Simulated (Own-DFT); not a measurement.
# Computed records: SiC (4H silicon carbide, atoms displaced)

Computed with Own-DFT development build. A calculation, not a measurement: plane-wave PBE density functional theory by an unreviewed code, no spin, of a simulated periodic cell, stress positive in tension, free energy of the whole cell less one offset for each atom, forces on such cells passed a denser k mesh, this cell's mesh not checked; offsets are fitted by least squares, one for each functional and potential file, so energies compare only between cells with the same atoms and settings and are not formation energies; the far tail of each file's local potential was reset to the Coulomb form; each entry is a single point on an unrelaxed cell, so the pressure reflects the starting lattice, mostly measured values (interpolated for alloys), from which strain is counted, and rises with the displacements; printed positions are rounded, which can move forces by about a meV/angstrom; the program, named Own-DFT, is a retired in-house code; no spin-orbit coupling.

Settings shared by all entries: functional PBE; potential files PseudoDojo norm-conserving, scalar-relativistic, standard set; wave cutoff 42 hartree; occupations Fermi-Dirac; smearing width 0.1 eV; hardware one NVIDIA H100; k mesh 5 x 5 x 3 centred on Gamma.

(1) SiC (4H silicon carbide, atoms displaced)

```
SiC
1.0
      6.1654     0.0000     0.0000
     -3.0827     5.3394     0.0000
      0.0000     0.0000    10.0681
Si C Si C Si C Si C Si C Si C Si C Si C
2 2 2 2 2 2 2 2 2 2 2 2 2 2 2 2
Direct
  0.00755 0.00494 0.40655
  0.15860 0.32822 0.15826
  0.00013 0.99801 0.08659
  0.17138 0.33850 0.34085
  0.00088 0.49807 0.40908
  0.17122 0.84000 0.15777
  0.99659 0.50234 0.09432
  0.16360 0.83322 0.35050
  0.50155 0.99547 0.40692
  0.66260 0.33961 0.15537
  0.50349 0.00918 0.09194
  0.67500 0.33839 0.34713
  0.50730 0.49959 0.40572
  0.67247 0.83270 0.15846
  0.49262 0.49449 0.09142
  0.66314 0.82918 0.34433
  0.99885 0.00519 0.90111
  0.82616 0.66208 0.66280
  0.99475 0.00352 0.58995
  0.83622 0.66502 0.84578
  0.00471 0.50502 0.91108
  0.83515 0.16504 0.65766
  0.00606 0.50978 0.59521
  0.82479 0.16685 0.84347
  0.49976 0.99504 0.89736
  0.33887 0.67676 0.65624
  0.50117 0.00264 0.59293
  0.33484 0.66695 0.84553
  0.50075 0.49309 0.90794
  0.33514 0.16294 0.65747
  0.50210 0.49659 0.59802
  0.33821 0.16830 0.84078
```

* free energy of cell above offsets: -4.954 eV
* pressure: 3.44 GPa
* stress xx: -2.98 GPa
* stress yy: -2.28 GPa
* stress zz: -5.06 GPa
* stress yz: -0.26 GPa
* stress xz: 0.41 GPa
* stress xy: 0.16 GPa
* wall time: 122.9 s

Force:
```csv
element,x (eV/Å),y (eV/Å),z (eV/Å)
Si,-0.996,-0.197,-0.162
Si,0.128,0.408,-1.18
C,-0.165,0.258,1.328
C,0.166,-0.452,1.124
Si,0.154,0.523,0.008
Si,0.185,-0.294,-0.253
C,0.377,0.149,0.608
C,0.714,0.122,-1.189
Si,-0.48,0.684,-0.29
Si,0.819,-0.63,0.328
C,0.459,-0.843,0.032
C,-0.385,-0.977,-0.664
Si,-0.523,-0.042,0.763
Si,-1.184,0.158,-1.21
C,-0.235,0.661,0.802
C,0.889,0.532,0.103
Si,0.401,-0.468,0.273
Si,0.821,0.688,-1.488
C,1.008,-0.573,1.345
C,-0.434,0.41,0.431
Si,-0.181,-0.424,-0.819
Si,-0.406,1.197,-0.587
C,-0.084,-0.873,0.3
C,1.42,0.601,-0.076
Si,-0.703,0.449,2.29
Si,0.203,-1.414,0.137
C,0.512,0.067,0.164
C,0.281,-0.694,-0.329
Si,-0.298,0.812,-0.556
Si,-1.029,0.436,-0.85
C,-0.784,0.299,-0.831
C,-0.65,-0.576,0.448
```

(2) SiC (4H silicon carbide, atoms displaced)

```
SiC
1.0
      6.1654     0.0000     0.0000
     -3.0827     5.3394     0.0000
      0.0000     0.0000    10.0681
Si C Si C Si C Si C Si C Si C Si C Si C
2 2 2 2 2 2 2 2 2 2 2 2 2 2 2 2
Direct
  0.99877 0.00627 0.40723
  0.17241 0.33755 0.15580
  0.99241 0.99685 0.09233
  0.17528 0.34560 0.34073
  0.00540 0.49232 0.40672
  0.15564 0.83644 0.16050
  0.00776 0.51174 0.08924
  0.16357 0.82760 0.34167
  0.49982 0.00133 0.40919
  0.66874 0.33373 0.15759
  0.50072 0.99670 0.09684
  0.67153 0.33878 0.34324
  0.49209 0.49704 0.40036
  0.66746 0.83961 0.16288
  0.50439 0.50302 0.09564
  0.66293 0.82805 0.33942
  0.99356 0.99088 0.90865
  0.82716 0.66846 0.65654
  0.99651 0.99740 0.59682
  0.84255 0.67936 0.83950
  0.00294 0.49492 0.90394
  0.83156 0.16449 0.66133
  0.00600 0.49567 0.59308
  0.84258 0.16785 0.85221
  0.49201 0.99627 0.90383
  0.33462 0.67129 0.65668
  0.49855 0.00373 0.60016
  0.34676 0.66007 0.84954
  0.50383 0.49927 0.90327
  0.33026 0.16333 0.65419
  0.49776 0.50571 0.59157
  0.33059 0.16474 0.84144
```

* free energy of cell above offsets: -4.465 eV
* pressure: 3.83 GPa
* stress xx: -3.27 GPa
* stress yy: -3.03 GPa
* stress zz: -5.19 GPa
* stress yz: -0.47 GPa
* stress xz: -0.7 GPa
* stress xy: 0.85 GPa
* wall time: 129.8 s

Force:
```csv
element,x (eV/Å),y (eV/Å),z (eV/Å)
Si,0.511,-0.95,-0.257
Si,-0.601,0.114,-1.263
C,0.298,0.787,0.961
C,-0.46,-2.118,0.103
Si,-1.637,1.267,0.064
Si,1.678,-0.077,-1.413
C,-0.288,-0.996,0.998
C,-0.326,0.773,1.873
Si,-0.087,-0.064,-0.777
Si,0.296,0.001,-0.951
C,-1.195,0.598,-0.479
C,0.051,-0.789,0.793
Si,1.861,0.865,1.25
Si,-0.186,-0.745,-2.527
C,0.186,-0.093,-0.405
C,-0.028,1.127,2.552
Si,0.634,1.428,-0.062
Si,1.026,-0.616,-0.938
C,-0.171,0.395,-0.991
C,0.249,-2.311,0.622
Si,-0.053,1.326,0.475
Si,0.432,0.508,0.161
C,-1.176,0.284,0.519
C,-1.49,-0.662,-1.452
Si,1.16,0.205,1.372
Si,0.267,-0.75,0.688
C,0.556,-0.222,-1.146
C,-2.406,0.969,-1.668
Si,1.208,-0.498,1.267
Si,-0.659,1.059,0.502
C,0.275,-0.729,-0.32
C,0.072,-0.084,0.451
```

(3) SiC (4H silicon carbide, atoms displaced)

```
SiC
1.0
      6.1654     0.0000     0.0000
     -3.0827     5.3394     0.0000
      0.0000     0.0000    10.0681
Si C Si C Si C Si C Si C Si C Si C Si C
2 2 2 2 2 2 2 2 2 2 2 2 2 2 2 2
Direct
  0.99468 0.99676 0.41069
  0.17206 0.33663 0.15709
  0.00457 0.00524 0.09327
  0.16182 0.32556 0.34383
  0.00837 0.50845 0.41192
  0.16581 0.83721 0.15394
  0.99859 0.50054 0.10111
  0.16397 0.83575 0.34400
  0.51433 0.00245 0.40563
  0.66530 0.33212 0.15656
  0.49800 0.99509 0.09478
  0.65806 0.32251 0.34120
  0.49583 0.49878 0.40657
  0.66018 0.83197 0.15089
  0.49638 0.49129 0.09627
  0.66530 0.83187 0.33613
  0.99006 0.99037 0.90589
  0.84923 0.66712 0.65615
  0.00096 0.00324 0.59162
  0.83362 0.66438 0.84132
  0.99117 0.49657 0.91102
  0.83483 0.16588 0.65964
  0.01329 0.50586 0.59334
  0.83199 0.16665 0.84381
  0.49709 0.00170 0.90464
  0.33454 0.66923 0.65495
  0.50992 0.00723 0.59301
  0.34585 0.66753 0.84725
  0.50652 0.50646 0.91272
  0.33891 0.17011 0.65814
  0.50330 0.49837 0.59566
  0.32935 0.16004 0.84493
```

- free energy of cell above offsets: -4.738 eV
- pressure: 3.6 GPa
- stress xx: -2.86 GPa
- stress yy: -2.58 GPa
- stress zz: -5.35 GPa
- stress yz: 0.46 GPa
- stress xz: -0.24 GPa
- stress xy: 1.05 GPa
- wall time: 121.9 s

Force:
```csv
element,x (eV/Å),y (eV/Å),z (eV/Å)
Si,0.404,0.048,-1.795
Si,-0.99,-0.663,0.447
C,-0.809,-0.593,-0.473
C,-0.169,0.857,0.592
Si,-0.571,-0.934,-2.366
Si,0.069,-0.297,1.118
C,0.07,-0.004,-1.402
C,0.761,0.077,0.457
Si,-1.767,-0.534,-0.319
Si,0.428,-0.562,0.629
C,-0.492,0.758,-0.968
C,0.573,1.717,1.118
Si,0.578,-0.482,-0.347
Si,1.238,0.035,0.74
C,0.287,1.147,-0.408
C,0.365,-0.425,1.446
Si,0.755,1.265,0.06
Si,-1.883,0.198,-0.434
C,0.464,-0.348,1.416
C,0.107,-0.212,0.898
Si,1.641,0.416,-0.212
Si,0.282,0.342,-0.643
C,-0.65,-0.861,0.771
C,-0.027,0.027,0.587
Si,0.404,-0.536,0.456
Si,1.715,0.396,0.931
C,-0.334,-0.567,0.168
C,-1.838,-0.143,-0.339
Si,-0.188,-1.493,-1.461
Si,-0.217,-0.211,-0.456
C,0.264,0.763,-0.337
C,-0.471,0.82,0.127
```

(4) SiC (4H silicon carbide, atoms displaced)

```
SiC
1.0
      6.1654     0.0000     0.0000
     -3.0827     5.3394     0.0000
      0.0000     0.0000    10.0681
Si C Si C Si C Si C Si C Si C Si C Si C
2 2 2 2 2 2 2 2 2 2 2 2 2 2 2 2
Direct
  0.00488 0.00980 0.40428
  0.17535 0.33783 0.15730
  0.99891 0.00268 0.09677
  0.16275 0.33363 0.34562
  0.99967 0.49676 0.40379
  0.16268 0.83193 0.15848
  0.00333 0.50002 0.09469
  0.16197 0.82719 0.34854
  0.49874 0.00438 0.40207
  0.66959 0.33346 0.15260
  0.49556 0.99738 0.09266
  0.66745 0.33685 0.34898
  0.50866 0.49745 0.40442
  0.66381 0.81298 0.15984
  0.49689 0.50152 0.09029
  0.65740 0.82753 0.34191
  0.99024 0.00255 0.90914
  0.82416 0.66191 0.65576
  0.99812 0.00013 0.58979
  0.83387 0.66337 0.84326
  0.99878 0.50384 0.90294
  0.83462 0.16721 0.65517
  0.99803 0.49270 0.59114
  0.84160 0.17393 0.84443
  0.50983 0.00811 0.90209
  0.32186 0.65725 0.65445
  0.50109 0.00114 0.58957
  0.32297 0.66300 0.84505
  0.49324 0.49843 0.90767
  0.33703 0.17002 0.65542
  0.49653 0.49155 0.59732
  0.33644 0.17159 0.83564
```

* free energy of cell above offsets: -4.617 eV
* pressure: 3.79 GPa
* stress xx: -3.01 GPa
* stress yy: -4.21 GPa
* stress zz: -4.15 GPa
* stress yz: 0.19 GPa
* stress xz: 0.17 GPa
* stress xy: 0.14 GPa
* wall time: 118.1 s

Force:
```csv
element,x (eV/Å),y (eV/Å),z (eV/Å)
Si,-0.463,-1.732,0.298
Si,-1.305,-0.662,0.094
C,0.136,-0.423,-0.169
C,1.33,0.458,-0.75
Si,-0.21,0.364,0.946
Si,0.505,0.213,-0.381
C,-0.308,0.064,-0.375
C,-0.231,0.974,-0.995
Si,0.268,-0.967,0.743
Si,-0.028,-0.576,0.549
C,0.69,-0.046,0.16
C,0.652,-0.584,-1.997
Si,-2,0.612,1.39
Si,-1.23,2.881,-0.867
C,1.049,-1.132,0.561
C,0.886,0.445,0.702
Si,2.121,-0.453,-0.624
Si,1.007,0.573,-0.279
C,0.196,-0.226,0.716
C,-1.368,0.783,0.418
Si,0.169,-0.035,1.172
Si,-0.078,-0.601,-0.304
C,-0.882,0.516,0.119
C,-0.715,-0.405,-0.482
Si,-1.349,-0.823,0.483
Si,0.832,1.031,0.129
C,-0.012,-0.558,0.653
C,1.202,0.992,-0.529
Si,0.346,0.068,-1.598
Si,-0.327,-1.347,-0.822
C,-0.511,1.151,-1.383
C,-0.372,-0.555,2.418
```
